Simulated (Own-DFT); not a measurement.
GaN (wurtzite, strained, atoms displaced) (calculated)

All values are calculated (Own-DFT development build). A calculation, not a measurement: plane-wave PBE density functional theory by an unreviewed code, no spin, of a simulated periodic cell, stress positive in tension, free energy of the whole cell less one offset for each atom, forces on such cells passed a denser k mesh, this cell's mesh not checked; offsets are fitted by least squares, one for each functional and potential file, so energies compare only between cells with the same atoms and settings and are not formation energies; the far tail of each file's local potential was reset to the Coulomb form; each entry is a single point on an unrelaxed cell, so the pressure reflects the starting lattice, mostly measured values (interpolated for alloys), from which strain is counted, and rises with the displacements; printed positions are rounded, which can move forces by about a meV/angstrom; the program, named Own-DFT, is a retired in-house code; no spin-orbit coupling.

Common to all runs: functional PBE; potential files PseudoDojo norm-conserving, scalar-relativistic, standard set with the stringent files for Ga; wave cutoff 96 hartree; occupations Gaussian; smearing width 0.01 eV; k mesh 3 x 4 x 3 centred on Gamma.

(1) GaN (wurtzite, strained, atoms displaced)

```
GaN
1.0
     12.7560     0.0000     0.0000
     -4.7835     8.2853     0.0000
      0.0000     0.0000    10.2663
Ga N Ga N Ga N Ga N Ga N Ga N Ga N Ga N Ga N Ga N Ga N Ga N Ga N Ga N Ga N Ga N Ga N Ga N Ga N Ga N Ga N Ga N Ga N Ga N
2 2 2 2 2 2 2 2 2 2 2 2 2 2 2 2 2 2 2 2 2 2 2 2 2 2 2 2 2 2 2 2 2 2 2 2 2 2 2 2 2 2 2 2 2 2 2 2
Direct
  0.07868 0.20719 0.00337
  0.16767 0.11070 0.25055
  0.08363 0.22125 0.18255
  0.16733 0.11411 0.44176
  0.08384 0.22226 0.50395
  0.16259 0.11227 0.74933
  0.08703 0.21448 0.68364
  0.16883 0.11916 0.94021
  0.08193 0.55905 0.99643
  0.17088 0.45149 0.24845
  0.07317 0.55445 0.18298
  0.16954 0.44993 0.42739
  0.08522 0.55781 0.49737
  0.16741 0.44002 0.75274
  0.08035 0.55749 0.69359
  0.16760 0.44724 0.93772
  0.07836 0.88391 0.01194
  0.16360 0.77374 0.24959
  0.08046 0.88475 0.17969
  0.16133 0.77021 0.44260
  0.07710 0.88283 0.49574
  0.16975 0.77959 0.74913
  0.07758 0.88541 0.69075
  0.17127 0.78289 0.93871
  0.33666 0.22253 0.99340
  0.40663 0.10329 0.24926
  0.32511 0.21734 0.18697
  0.41425 0.10626 0.43890
  0.34262 0.22964 0.49809
  0.42583 0.12260 0.75061
  0.33564 0.22889 0.69385
  0.42618 0.12458 0.93488
  0.34652 0.56082 0.99320
  0.41302 0.43511 0.24272
  0.32942 0.54833 0.19361
  0.41520 0.44742 0.44186
  0.33298 0.54849 0.51031
  0.41418 0.43776 0.74749
  0.33636 0.55484 0.68637
  0.41220 0.43875 0.93999
  0.33516 0.89198 0.99410
  0.40868 0.78018 0.24418
  0.33995 0.90206 0.18757
  0.42557 0.79426 0.43141
  0.32732 0.89113 0.49869
  0.41452 0.77712 0.75645
  0.33870 0.88942 0.68462
  0.42631 0.77625 0.94071
  0.57843 0.21121 0.99862
  0.66708 0.11052 0.24059
  0.58003 0.22080 0.18921
  0.67209 0.12538 0.43126
  0.57145 0.21125 0.50538
  0.66557 0.10927 0.74048
  0.57638 0.22630 0.69052
  0.66900 0.10814 0.93622
  0.58221 0.55124 0.00606
  0.66971 0.44802 0.25041
  0.57933 0.54553 0.19046
  0.66953 0.45216 0.42703
  0.58284 0.55687 0.49733
  0.66254 0.44575 0.74952
  0.57848 0.55661 0.68854
  0.66578 0.43560 0.93311
  0.58366 0.89421 0.99917
  0.66181 0.77715 0.25488
  0.58024 0.88737 0.19616
  0.66452 0.78027 0.44134
  0.58447 0.89174 0.50528
  0.66685 0.77029 0.74797
  0.58583 0.87944 0.68361
  0.66925 0.77506 0.93452
  0.83171 0.21899 0.99835
  0.91518 0.10723 0.25081
  0.84128 0.22744 0.17801
  0.91837 0.10922 0.43375
  0.82627 0.21866 0.50029
  0.92429 0.12031 0.75766
  0.82973 0.21640 0.68648
  0.91251 0.11182 0.92738
  0.82778 0.54446 0.98728
  0.92899 0.44919 0.25981
  0.83800 0.55539 0.19136
  0.92460 0.45875 0.44605
  0.83019 0.55248 0.50191
  0.91484 0.44213 0.74240
  0.83470 0.56251 0.68875
  0.91246 0.44892 0.93656
  0.83283 0.88586 0.99727
  0.91255 0.76621 0.25064
  0.84694 0.89672 0.18962
  0.91204 0.77528 0.43044
  0.82899 0.89730 0.49019
  0.91970 0.78824 0.75803
  0.83556 0.88297 0.69229
  0.91480 0.76911 0.93748
```

* free energy of cell above offsets: -2.681 eV
* pressure: 9.58 GPa
* stress xx: -8.11 GPa
* stress yy: -6.9 GPa
* stress zz: -13.72 GPa
* stress yz: -0.34 GPa
* stress xz: -0.12 GPa
* stress xy: -0.55 GPa

Force:
| element | x (eV/Å) | y (eV/Å) | z (eV/Å) |
| --- | --- | --- | --- |
| Ga | -0.986 | 2.01 | -0.815 |
| Ga | -1.597 | -0.548 | 0.184 |
| N | -0.189 | 0.24 | 1.845 |
| N | 0.833 | -0.452 | -0.373 |
| Ga | -0.198 | 0.318 | -2.027 |
| Ga | 2.279 | -1.361 | 0.605 |
| N | -2.154 | 1.817 | 0.829 |
| N | 0.798 | -1.754 | -0.663 |
| Ga | 0.118 | -0.693 | -0.569 |
| Ga | -1.156 | -1.444 | -1.612 |
| N | 3.46 | 1.439 | -0.043 |
| N | -0.085 | -0.535 | 2.793 |
| Ga | 0.902 | -0.879 | 1.53 |
| Ga | -0.565 | 0.524 | -0.293 |
| N | 1.534 | -0.496 | -0.933 |
| N | 0.412 | -0.225 | 0.592 |
| Ga | 0.371 | 0.409 | -4.884 |
| Ga | -0.098 | 0.45 | -0.343 |
| N | 0.606 | 0.381 | 4.961 |
| N | 0.13 | 1.723 | -1.216 |
| Ga | -0.542 | 0.573 | 0.778 |
| Ga | -0.731 | 0.332 | -0.062 |
| N | 1.578 | 0.759 | -0.628 |
| N | -0.331 | 0.104 | 0.042 |
| Ga | -1.076 | -0.541 | 0.881 |
| Ga | 1.008 | 2.876 | 0.415 |
| N | 1.569 | 0.034 | -0.513 |
| N | -0.899 | 0.529 | -0.4 |
| Ga | -1.484 | -0.782 | 0.669 |
| Ga | -2.802 | -2.122 | 0.022 |
| N | 0.106 | -2.141 | -1.058 |
| N | -1.395 | -2.332 | 0.054 |
| Ga | -2.725 | -1.274 | 1.69 |
| Ga | -0.463 | 0.748 | 1.344 |
| N | 0.972 | 1.72 | -1.733 |
| N | 0.904 | -0.307 | -1.108 |
| Ga | -0.92 | 1.672 | -3.048 |
| Ga | 0.023 | 1.635 | 0.797 |
| N | -0.833 | 0.126 | 2.193 |
| N | 1.72 | 0.551 | -0.644 |
| Ga | 0.186 | 0.22 | 0.404 |
| Ga | 1.768 | -0.823 | 1.13 |
| N | -1.361 | -2.858 | -1.404 |
| N | -1.235 | -1.372 | 1.083 |
| Ga | 1.489 | -1.166 | -0.132 |
| Ga | 1.032 | -0.067 | -1.683 |
| N | -0.716 | 0.593 | 1.131 |
| N | -2.096 | 0.725 | -0.249 |
| Ga | 1.821 | 1.743 | 0.998 |
| Ga | 0.073 | 1.027 | 0.624 |
| N | -0.182 | -0.132 | -0.319 |
| N | -0.983 | -1.25 | 0.753 |
| Ga | 1.719 | 1.679 | -1.664 |
| Ga | -0.148 | -0.542 | 1.064 |
| N | 3.078 | 0.322 | -1.109 |
| N | -0.942 | 0.203 | -0.66 |
| Ga | 0.532 | 0.21 | -1.379 |
| Ga | 0.889 | -0.832 | -1.675 |
| N | -0.324 | 1.273 | 0.108 |
| N | -0.681 | -1.132 | 3.23 |
| Ga | 0.381 | -0.069 | 0.078 |
| Ga | 0.769 | 0.995 | -0.55 |
| N | 0.678 | -0.904 | -0.493 |
| N | -1.376 | -0.013 | 0.932 |
| Ga | 2.232 | -0.429 | 0.81 |
| Ga | 0.925 | -0.137 | -0.901 |
| N | 0.171 | -0.158 | -1.692 |
| N | -0.046 | -0.213 | -0.347 |
| Ga | -0.651 | 0.39 | -2.119 |
| Ga | 0.547 | 1.04 | 0.121 |
| N | -1.367 | 1.017 | 1.808 |
| N | -0.891 | -0.336 | 1.209 |
| Ga | 0.248 | 1.254 | -0.919 |
| Ga | 0.457 | 1.339 | -0.989 |
| N | -0.664 | -0.475 | 2.268 |
| N | -0.779 | 1.573 | 1.012 |
| Ga | 1.624 | 1.17 | -0.536 |
| Ga | -0.554 | -1.442 | -3.975 |
| N | 0.548 | 0.531 | 0.045 |
| N | 0.911 | -0.376 | 3.825 |
| Ga | -0.535 | 1.181 | 2.216 |
| Ga | -3.28 | -1.598 | -0.462 |
| N | -0.379 | -1.377 | -1.197 |
| N | -0.546 | -2.106 | -0.433 |
| Ga | -0.371 | 0.966 | -0.211 |
| Ga | -0.734 | 0.394 | 0.812 |
| N | -0.453 | -0.874 | 0.205 |
| N | 2.24 | -1.518 | -1.004 |
| Ga | 0.18 | 0.049 | 0.361 |
| Ga | 0.161 | 0.978 | -0.905 |
| N | -1.997 | -1.687 | -0.802 |
| N | -0.038 | 0.358 | 1.765 |
| Ga | 1.821 | -1.519 | 1.813 |
| Ga | 0.397 | -1.472 | -1.343 |
| N | -1.5 | 1.636 | -1.28 |
| N | -0.14 | 0.923 | 1.362 |

(2) GaN (wurtzite, strained, atoms displaced)

```
GaN
1.0
     12.7560     0.0000     0.0000
     -4.7835     8.2853     0.0000
      0.0000     0.0000    10.2663
Ga N Ga N Ga N Ga N Ga N Ga N Ga N Ga N Ga N Ga N Ga N Ga N Ga N Ga N Ga N Ga N Ga N Ga N Ga N Ga N Ga N Ga N Ga N Ga N
2 2 2 2 2 2 2 2 2 2 2 2 2 2 2 2 2 2 2 2 2 2 2 2 2 2 2 2 2 2 2 2 2 2 2 2 2 2 2 2 2 2 2 2 2 2 2 2
Direct
  0.08080 0.22014 0.00516
  0.16013 0.11215 0.24952
  0.08273 0.22728 0.18841
  0.16933 0.11351 0.43486
  0.07881 0.22377 0.49131
  0.16797 0.11440 0.74290
  0.09111 0.22350 0.68651
  0.17247 0.11870 0.93493
  0.08254 0.54529 0.99480
  0.16887 0.44590 0.25298
  0.07989 0.55286 0.19689
  0.17067 0.44152 0.43708
  0.08305 0.55991 0.49210
  0.16288 0.45455 0.74797
  0.08400 0.55524 0.68821
  0.16334 0.43669 0.94292
  0.08561 0.88997 0.00324
  0.15660 0.77459 0.24840
  0.08649 0.89155 0.18616
  0.16585 0.77555 0.43616
  0.08806 0.89282 0.49886
  0.16311 0.77639 0.74422
  0.08477 0.89580 0.68418
  0.16538 0.77064 0.93615
  0.33683 0.22798 0.99906
  0.40741 0.10099 0.25253
  0.33263 0.21545 0.18329
  0.42162 0.10865 0.44284
  0.34085 0.22047 0.50414
  0.41584 0.10796 0.74136
  0.33137 0.23025 0.68743
  0.41565 0.10468 0.94035
  0.34103 0.56055 0.00240
  0.41281 0.43537 0.25043
  0.34112 0.56568 0.18347
  0.41486 0.44194 0.44322
  0.34151 0.57040 0.50300
  0.41455 0.43960 0.75618
  0.33540 0.55780 0.68200
  0.42020 0.44039 0.94307
  0.33283 0.89277 0.99044
  0.41226 0.76711 0.25782
  0.33302 0.88711 0.19651
  0.40771 0.76701 0.43855
  0.32062 0.88132 0.50251
  0.41487 0.77590 0.74864
  0.33933 0.88762 0.68778
  0.42168 0.77944 0.92881
  0.58281 0.23059 0.99891
  0.66994 0.11283 0.24715
  0.58573 0.21277 0.19538
  0.66195 0.11549 0.44188
  0.57536 0.21392 0.49851
  0.66119 0.10443 0.75501
  0.58548 0.22078 0.68566
  0.65605 0.10606 0.92824
  0.58520 0.55493 0.00035
  0.66672 0.43794 0.24990
  0.58300 0.55974 0.19019
  0.66283 0.44052 0.44074
  0.58979 0.56474 0.49240
  0.67187 0.45046 0.74814
  0.58190 0.55725 0.69426
  0.67102 0.45061 0.93304
  0.57302 0.88406 0.99843
  0.65959 0.76795 0.23716
  0.58545 0.88972 0.19152
  0.65832 0.76819 0.43202
  0.57911 0.88944 0.49813
  0.66034 0.77848 0.74559
  0.58335 0.89253 0.69040
  0.66586 0.77901 0.94228
  0.83892 0.22331 0.00639
  0.91756 0.11048 0.25174
  0.82746 0.21799 0.18576
  0.91350 0.10316 0.44164
  0.83082 0.22802 0.50875
  0.91423 0.11231 0.75323
  0.83837 0.22295 0.69324
  0.91339 0.10402 0.94432
  0.83449 0.56290 0.00167
  0.91818 0.44630 0.24049
  0.83651 0.55041 0.17728
  0.91205 0.43526 0.43171
  0.83192 0.55119 0.49731
  0.91256 0.44642 0.75470
  0.83464 0.55841 0.68408
  0.91700 0.43775 0.93251
  0.82944 0.88574 0.99107
  0.91040 0.76814 0.25053
  0.82778 0.88308 0.18618
  0.91749 0.78496 0.43227
  0.83610 0.88772 0.50006
  0.91984 0.77403 0.74415
  0.82721 0.89298 0.69557
  0.91403 0.77609 0.93166
```

- free energy of cell above offsets: -4.241 eV
- pressure: 9.11 GPa
- stress xx: -5.92 GPa
- stress yy: -9.41 GPa
- stress zz: -11.98 GPa
- stress yz: 0.35 GPa
- stress xz: -0.85 GPa
- stress xy: 0.49 GPa

Force:
| element | x (eV/Å) | y (eV/Å) | z (eV/Å) |
| --- | --- | --- | --- |
| Ga | 0.642 | -0.592 | -1.495 |
| Ga | 1.359 | -0.042 | -0.189 |
| N | 0.022 | -0.268 | 0.656 |
| N | 0.195 | -0.16 | 0.513 |
| Ga | 1.246 | -0.296 | 1.6 |
| Ga | -0.066 | 0.141 | 1.235 |
| N | -2.474 | 0.744 | -0.324 |
| N | -0.571 | -0.991 | 0.481 |
| Ga | -0.521 | 1.05 | 0.981 |
| Ga | 0.223 | 0.641 | -0.648 |
| N | 1.108 | 0.312 | -1.587 |
| N | -0.858 | 1.134 | 0.364 |
| Ga | 0.37 | -1.885 | 0.552 |
| Ga | 2.76 | -2.056 | 0.348 |
| N | -1.966 | 0.815 | -1.174 |
| N | 1.074 | 0.928 | -0.728 |
| Ga | -0.261 | 0.277 | -1.667 |
| Ga | 2.058 | 0.351 | -0.412 |
| N | -1.583 | -0.19 | 0.572 |
| N | -1.28 | 0.135 | 0.009 |
| Ga | -1.035 | 0.246 | -0.834 |
| Ga | 0.528 | 0.445 | 0.693 |
| N | 0.569 | -0.919 | 0.16 |
| N | -0.406 | 0.253 | -0.069 |
| Ga | 0.048 | -1.727 | -0.277 |
| Ga | 1.246 | 0.743 | -0.145 |
| N | -0.799 | 0.47 | 1.091 |
| N | -2.634 | -1.592 | -0.71 |
| Ga | -1.469 | 0.824 | -1.005 |
| Ga | 0.039 | 1.05 | 1.149 |
| N | 1.624 | -1.505 | 0.342 |
| N | -0.485 | 1.858 | -1.143 |
| Ga | -0.812 | -0.452 | -1.301 |
| Ga | 0.142 | 0.517 | 0.499 |
| N | -0.425 | -2.314 | 0.9 |
| N | 0.432 | 0.224 | -0.824 |
| Ga | 0.233 | -4.117 | -0.172 |
| Ga | -0.086 | 1.348 | -0.935 |
| N | -0.413 | -0.282 | 2.391 |
| N | -0.643 | 1.131 | -0.359 |
| Ga | 0.531 | -1.531 | 1.721 |
| Ga | 0.137 | 2.395 | -1.227 |
| N | -0.49 | -1.28 | -1.287 |
| N | -0.136 | 3.349 | 0.273 |
| Ga | 2.437 | 0.854 | -0.476 |
| Ga | 1.081 | -0.421 | -0.853 |
| N | -2.167 | -0.038 | -0.189 |
| N | -2.116 | -1.244 | 1.318 |
| Ga | 0.863 | -1.077 | 0.222 |
| Ga | -0.163 | -1.463 | 1.262 |
| N | -2.311 | 1.322 | -1.328 |
| N | 1.666 | -0.797 | -0.556 |
| Ga | 1.701 | 1.74 | 0.792 |
| Ga | 0.567 | 1.102 | -2.183 |
| N | -0.618 | 0.662 | 0.48 |
| N | 0.973 | 0.706 | 3.7 |
| Ga | 0.094 | 0.664 | -0.216 |
| Ga | -0.442 | 0.106 | -0.015 |
| N | 0.717 | -3.25 | -0.744 |
| N | 0.692 | 0.262 | -0.474 |
| Ga | -0.963 | -2.22 | 1.587 |
| Ga | -1.141 | -0.756 | -0.691 |
| N | 0.332 | -0.42 | -0.987 |
| N | -0.069 | -0.4 | 1.027 |
| Ga | 2.129 | 1.505 | 0.889 |
| Ga | 0.347 | 2.398 | 1.579 |
| N | -1.242 | -0.271 | -0.491 |
| N | 0.438 | 2.795 | 0.008 |
| Ga | 0.572 | 0.045 | -0.102 |
| Ga | 0.631 | -0.329 | 1.054 |
| N | -0.528 | -0.706 | -1.148 |
| N | -0.974 | -0.505 | -0.683 |
| Ga | -1.495 | -0.979 | -1.957 |
| Ga | -0.976 | -0.881 | -0.177 |
| N | 1.746 | 0.847 | 0.932 |
| N | -0.891 | 1.179 | -0.583 |
| Ga | 0.259 | -1.529 | -0.798 |
| Ga | 1.693 | 0.134 | -0.049 |
| N | -1.595 | 0.635 | -0.054 |
| N | 0.3 | 1.151 | -0.536 |
| Ga | 0.567 | -0.689 | -2.26 |
| Ga | -0.396 | -1.565 | 1.018 |
| N | -1.14 | 0.395 | 2.434 |
| N | 0.125 | 1.438 | 0.295 |
| Ga | -0.159 | 0.274 | -0.62 |
| Ga | 0.794 | -0.583 | -1.621 |
| N | 0.418 | -0.285 | -0.057 |
| N | -0.601 | 0.706 | 2.045 |
| Ga | 0.309 | -0.314 | 1.104 |
| Ga | -0.216 | 1.09 | -1.326 |
| N | 1.034 | 0.385 | -0.119 |
| N | 1.2 | -1.422 | 1.239 |
| Ga | -1.788 | -0.36 | 0.567 |
| Ga | -1.463 | 1.268 | 0.362 |
| N | 1.58 | -0.814 | -1.137 |
| N | 1.013 | 0.47 | 0.5 |
